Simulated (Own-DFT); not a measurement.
Simulation results for SiC (4H silicon carbide, atoms displaced), GaP (zincblende, strained, atoms displaced)

All values are calculated (Own-DFT development build). A calculation, not a measurement: plane-wave PBE density functional theory by an unreviewed code, no spin, of a simulated periodic cell, stress positive in tension, free energy of the whole cell less one offset for each atom, forces on such cells passed a denser k mesh, this cell's mesh not checked; offsets are fitted by least squares, one for each functional and potential file, so energies compare only between cells with the same atoms and settings and are not formation energies; the far tail of each file's local potential was reset to the Coulomb form; each entry is a single point on an unrelaxed cell, so the pressure reflects the starting lattice, mostly measured values (interpolated for alloys), from which strain is counted, and rises with the displacements; printed positions are rounded, which can move forces by about a meV/angstrom; the program, named Own-DFT, is a retired in-house code; no spin-orbit coupling.

Common to all runs: functional PBE; potential files PseudoDojo norm-conserving, scalar-relativistic, standard set; wave cutoff 42 hartree; occupations Fermi-Dirac; smearing width 0.1 eV; hardware one NVIDIA H100.

(1) SiC (4H silicon carbide, atoms displaced)

```
SiC
1.0
      6.1654     0.0000     0.0000
     -3.0827     5.3394     0.0000
      0.0000     0.0000    10.0681
Si C Si C Si C Si C Si C Si C Si C Si C
2 2 2 2 2 2 2 2 2 2 2 2 2 2 2 2
Direct
  0.99726 0.00030 0.38763
  0.19653 0.32569 0.15427
  0.01261 0.02590 0.07391
  0.17397 0.35300 0.34146
  0.98285 0.49183 0.40687
  0.17182 0.84781 0.15987
  0.00945 0.50107 0.08790
  0.14145 0.81725 0.34990
  0.51200 0.00873 0.39747
  0.66697 0.37109 0.15593
  0.52988 0.04838 0.10215
  0.66722 0.31404 0.35873
  0.47097 0.45597 0.39264
  0.66475 0.83215 0.16468
  0.47564 0.51841 0.11533
  0.66577 0.84716 0.34287
  0.02317 0.01478 0.88727
  0.85138 0.69261 0.66655
  0.98342 0.96005 0.60475
  0.81799 0.64659 0.84577
  0.98476 0.50723 0.90635
  0.83474 0.17356 0.63366
  0.00515 0.50597 0.57532
  0.83262 0.15449 0.84780
  0.51435 0.01938 0.90852
  0.35736 0.68935 0.65799
  0.50317 0.00212 0.58966
  0.31669 0.66354 0.85560
  0.49673 0.51644 0.90700
  0.32930 0.14236 0.66169
  0.51114 0.48174 0.58215
  0.34670 0.15796 0.84210
```

* k mesh: 5 x 5 x 3 centred on Gamma
* free energy of cell above offsets: 5.909 eV
* pressure: 10.98 GPa
* stress xx: -11.64 GPa
* stress yy: -13.76 GPa
* stress zz: -7.54 GPa
* stress yz: 3.55 GPa
* stress xz: -0.3 GPa
* stress xy: -2.96 GPa
* wall time: 121 s

Force:
```tsv
element	x (eV/Å)	y (eV/Å)	z (eV/Å)
Si	-0.413	0.055	3.137
Si	-10.31	-3.416	1.529
C	0.75	-3.012	2.604
C	-2.382	-3.868	-1.405
Si	1.612	1.538	-1.945
Si	0.673	-0.638	-1.983
C	-1.221	1.534	2.121
C	1.834	1.891	-2.15
Si	-2.531	-4.629	2.379
Si	3.719	-1.295	0.853
C	-1.074	-3.223	-0.865
C	-2.452	3.615	-4.503
Si	3.34	4.655	4.644
Si	-0.589	4.97	-2.048
C	7.966	3.723	-5.258
C	1.667	-2.464	0.223
Si	-1.741	-1.712	2.35
Si	-0.758	-11.89	-0.59
C	-0.339	11.31	-4.807
C	-1.134	2.943	-0.044
Si	2.718	-2.677	0.843
Si	1.362	-0.175	3.328
C	1.111	0.597	5.978
C	-0.344	2.289	-2.584
Si	1.125	-2.105	1.889
Si	0.082	-3.942	-1.145
C	0.307	-0.264	-0.886
C	0.803	1.711	-1.852
Si	-0.089	-1.624	0.243
Si	-0.65	2.74	-2.501
C	-1.76	0.844	2.266
C	-1.278	2.514	0.18
```

(2) GaP (zincblende, strained, atoms displaced)

```
GaP
1.0
     10.8620     0.0000     0.0000
      0.0000    10.8620     0.0000
      0.0000     0.0000    10.9361
Ga P Ga P Ga P Ga P Ga P Ga P Ga P Ga P
4 4 4 4 4 4 4 4 4 4 4 4 4 4 4 4
Direct
  0.00426 0.99602 0.00257
  0.99682 0.24802 0.24569
  0.25186 0.00001 0.25463
  0.24712 0.24799 0.00476
  0.12742 0.11792 0.11838
  0.12815 0.37708 0.37971
  0.37481 0.12622 0.37254
  0.37835 0.37872 0.13138
  0.00057 0.99961 0.49770
  0.99784 0.25479 0.74279
  0.25342 0.00436 0.75672
  0.24184 0.24873 0.50108
  0.12982 0.12097 0.62055
  0.12892 0.36418 0.87559
  0.37926 0.12326 0.86921
  0.37859 0.37292 0.63192
  0.99282 0.50400 0.99845
  0.99782 0.74761 0.24741
  0.24729 0.50546 0.25026
  0.25252 0.74605 0.00129
  0.12977 0.62836 0.12290
  0.12172 0.87776 0.37616
  0.38440 0.62698 0.37422
  0.37542 0.87185 0.12483
  0.00207 0.49936 0.50388
  0.99447 0.74468 0.74816
  0.24858 0.49535 0.75138
  0.25074 0.74657 0.49945
  0.12963 0.62377 0.63236
  0.11869 0.87684 0.87163
  0.36826 0.62717 0.88139
  0.37658 0.87916 0.61954
  0.51211 0.00713 0.00531
  0.50988 0.24528 0.24035
  0.75583 0.00635 0.25062
  0.75296 0.24358 0.00639
  0.63072 0.12831 0.12017
  0.62567 0.37576 0.37524
  0.87251 0.12127 0.38183
  0.87618 0.37477 0.12654
  0.50500 0.99946 0.50473
  0.49411 0.25024 0.74556
  0.75072 0.99608 0.74523
  0.76103 0.24749 0.50121
  0.61900 0.12403 0.62891
  0.62077 0.37529 0.87364
  0.87606 0.12060 0.87670
  0.87198 0.37305 0.61986
  0.49476 0.49751 0.00699
  0.49769 0.74879 0.25131
  0.74899 0.49925 0.24864
  0.74909 0.74767 0.00625
  0.62209 0.61973 0.12768
  0.62544 0.87209 0.37374
  0.88152 0.62994 0.37960
  0.87916 0.87732 0.12846
  0.50724 0.50106 0.49314
  0.51058 0.74054 0.75453
  0.75138 0.50243 0.76134
  0.74862 0.75269 0.50278
  0.62456 0.62565 0.62761
  0.61839 0.87763 0.87305
  0.88341 0.61816 0.87573
  0.86993 0.86837 0.62958
```

- k mesh: 3 x 3 x 3 centred on Gamma
- free energy of cell above offsets: -33.095 eV
- pressure: 3.64 GPa
- stress xx: -3.69 GPa
- stress yy: -3.91 GPa
- stress zz: -3.33 GPa
- stress yz: 0.04 GPa
- stress xz: -0.01 GPa
- stress xy: -0.05 GPa
- wall time: 510.1 s

Force:
```tsv
element	x (eV/Å)	y (eV/Å)	z (eV/Å)
Ga	-0.575	0.052	-0.63
Ga	0.815	-0.247	0.622
Ga	-0.014	-0.255	-0.384
Ga	1.213	-0.007	-0.282
P	-0.113	0.464	1.36
P	-0.649	-0.032	-0.904
P	0.688	0.287	0.277
P	-0.853	-0.925	-0.082
Ga	-0.099	-0.493	0.894
Ga	0.321	-0.972	0.427
Ga	-0.355	-0.99	-0.943
Ga	1.454	0.256	-0.088
P	-0.924	0.031	0.842
P	-0.93	1.147	-0.007
P	0.094	0.515	1.745
P	-0.79	0.879	-1.821
Ga	1.928	-1.434	0.801
Ga	0.648	0.345	0.357
Ga	0.535	-0.294	0.478
Ga	-0.585	1.404	-0.319
P	-1.06	-0.5	0.166
P	0.324	-0.878	-0.371
P	-1.362	-0.446	0.327
P	0.272	0.787	0.016
Ga	0.139	0.287	-0.044
Ga	0.765	0.399	0.173
Ga	0.41	-0.044	0.624
Ga	0.156	0.504	0.058
P	-0.41	-0.023	-0.708
P	0.759	-0.711	0.099
P	1.128	-0.925	-0.972
P	-0.189	-0.937	1.157
Ga	-1.643	-1.009	-0.799
Ga	-1.097	0.647	1.302
Ga	-0.693	-0.905	0.074
Ga	0.501	1.243	-1.645
P	0.333	-0.725	1.159
P	0.764	-0.957	-0.267
P	0.81	0.396	-0.934
P	-0.277	0.178	-0.193
Ga	-0.459	0.059	-1.026
Ga	0.898	-0.176	0.793
Ga	-0.426	0.49	0.83
Ga	-2.03	-0.025	0.06
P	1.321	0.429	-0.438
P	0.211	-0.434	0.722
P	0.065	0.24	-0.398
P	0.232	1.102	1.052
Ga	0.252	0.309	-1.044
Ga	0.573	0.458	-0.493
Ga	0.466	0.246	0.698
Ga	-0.078	0.327	-0.557
P	0.24	0.537	-0.117
P	0.211	0.67	-0.174
P	-0.807	-0.702	-0.198
P	-0.571	-0.21	-0.314
Ga	-0.65	-0.274	1.141
Ga	-1.883	0.898	-0.011
Ga	-0.416	-0.589	-1.076
Ga	-0.102	-0.398	-0.381
P	0.897	-0.788	-0.409
P	1.267	-0.41	0.576
P	-1.441	1.476	-0.079
P	0.787	0.651	-0.72
```

(3) GaP (zincblende, strained, atoms displaced)

```
GaP
1.0
     10.8620     0.0000     0.0000
      0.0000    10.8620     0.0000
      0.0000     0.0000    10.9439
Ga P Ga P Ga P Ga P Ga P Ga P Ga P Ga P
4 4 4 4 4 4 4 4 4 4 4 4 4 4 4 4
Direct
  0.00168 0.00086 0.99899
  0.00418 0.25443 0.24726
  0.25430 0.00357 0.25137
  0.25139 0.25340 0.99935
  0.12624 0.12221 0.12761
  0.12130 0.37330 0.37546
  0.37221 0.12867 0.37282
  0.37242 0.37780 0.12775
  0.00154 0.00250 0.49782
  0.00124 0.24873 0.75255
  0.25409 0.00286 0.74695
  0.24739 0.25103 0.49785
  0.12772 0.12736 0.62725
  0.12588 0.38057 0.87480
  0.36726 0.12459 0.87566
  0.37398 0.37603 0.62584
  0.99574 0.50001 0.99595
  0.00051 0.74680 0.25516
  0.24908 0.49899 0.25124
  0.25076 0.74989 0.00083
  0.12987 0.62543 0.12758
  0.11754 0.87156 0.36989
  0.37500 0.62321 0.37855
  0.37515 0.87256 0.12388
  0.99613 0.49833 0.49915
  0.00050 0.75075 0.74840
  0.25091 0.49895 0.75108
  0.25249 0.74901 0.49322
  0.12367 0.62540 0.62378
  0.12612 0.87229 0.87325
  0.37559 0.62287 0.88094
  0.37375 0.87605 0.62245
  0.49917 0.00082 0.00281
  0.50368 0.24655 0.25084
  0.75016 0.00576 0.25380
  0.74920 0.25406 0.99719
  0.62580 0.12546 0.12004
  0.62860 0.36949 0.37571
  0.87601 0.12263 0.37148
  0.87223 0.37487 0.12119
  0.49785 0.00427 0.50063
  0.49963 0.25043 0.75324
  0.75331 0.99772 0.75197
  0.75110 0.25122 0.50420
  0.62792 0.11781 0.62107
  0.62720 0.37375 0.87498
  0.87974 0.12417 0.87867
  0.87361 0.37726 0.63009
  0.50275 0.49650 0.00340
  0.49935 0.75070 0.25096
  0.74895 0.49651 0.25231
  0.75402 0.75100 0.00069
  0.62490 0.62274 0.12666
  0.62815 0.86827 0.36971
  0.87212 0.62848 0.37297
  0.87860 0.87607 0.12513
  0.49992 0.49881 0.50119
  0.50163 0.75471 0.74611
  0.74572 0.49734 0.75123
  0.75019 0.74983 0.49838
  0.62636 0.62076 0.62728
  0.62796 0.87821 0.87386
  0.87651 0.62848 0.87685
  0.87490 0.87271 0.62067
```

- k mesh: 3 x 3 x 3 centred on Gamma
- free energy of cell above offsets: -35.041 eV
- pressure: 3.11 GPa
- stress xx: -3.31 GPa
- stress yy: -3.28 GPa
- stress zz: -2.75 GPa
- stress yz: -0.2 GPa
- stress xz: -0.38 GPa
- stress xy: -0.16 GPa
- wall time: 511.7 s

Force:
```tsv
element	x (eV/Å)	y (eV/Å)	z (eV/Å)
Ga	0.35	-0.477	0.277
Ga	-0.625	-0.614	-0.239
Ga	-0.535	-0.847	-0.215
Ga	-0.555	-0.05	0.372
P	0.156	0.548	-0.482
P	0.26	0.476	0.068
P	0.47	-0.138	0.47
P	0.62	-0.62	0.02
Ga	0.01	-0.231	0.228
Ga	0.063	0.337	0.034
Ga	-0.584	-0.623	0.18
Ga	0.171	0.137	0.34
P	-0.349	-0.202	-0.443
P	-0.211	-0.667	0.088
P	1.103	0.185	0.186
P	0.112	-0.354	-0.126
Ga	0.533	0.314	0.613
Ga	-0.279	-0.127	-1.241
Ga	-0.055	0.157	0.293
Ga	-0.142	-0.091	-0.125
P	-0.845	-0.196	-0.215
P	1.405	0.856	0.737
P	0.338	-0.165	-0.623
P	0.044	0.402	0.34
Ga	0.012	0.421	0.113
Ga	-0.044	-0.071	-0.108
Ga	-0.002	0.642	-0.148
Ga	-0.797	0.311	0.544
P	0.337	-0.174	-0.146
P	0.175	0.502	-0.053
P	0.389	0.253	-0.751
P	0.061	-0.058	-0.196
Ga	-0.14	-0.164	-0.528
Ga	-0.271	0.361	-0.437
Ga	-0.132	-0.838	-0.824
Ga	0.302	-0.664	0.097
P	0.104	0.096	0.455
P	-0.467	0.406	0.218
P	0.287	1.111	0.584
P	0.375	0.141	0.438
Ga	0.135	-0.727	-0.7
Ga	-0.002	-0.544	-0.47
Ga	0.282	0.174	-0.306
Ga	0.351	-0.465	-0.176
P	-0.104	0.864	0.849
P	-0.598	0.057	0.032
P	-0.583	0.252	-0.425
P	0.216	-0.414	-0.233
Ga	-0.17	0.227	-0.072
Ga	-0.126	-0.514	-0.268
Ga	0.096	0.279	-0.248
Ga	-0.401	0.11	0.282
P	0.185	0.222	-0.078
P	-0.479	1.113	0.615
P	0.08	-0.907	0.284
P	-0.246	0.048	0.326
Ga	0.249	-0.189	-0.058
Ga	-0.14	-0.498	0.541
Ga	0.635	0.563	0.334
Ga	-0.239	-0.251	0.316
P	-0.192	0.584	-0.413
P	-0.385	-0.341	0.368
P	-0.406	-0.323	-0.638
P	0.196	0.395	0.347
```
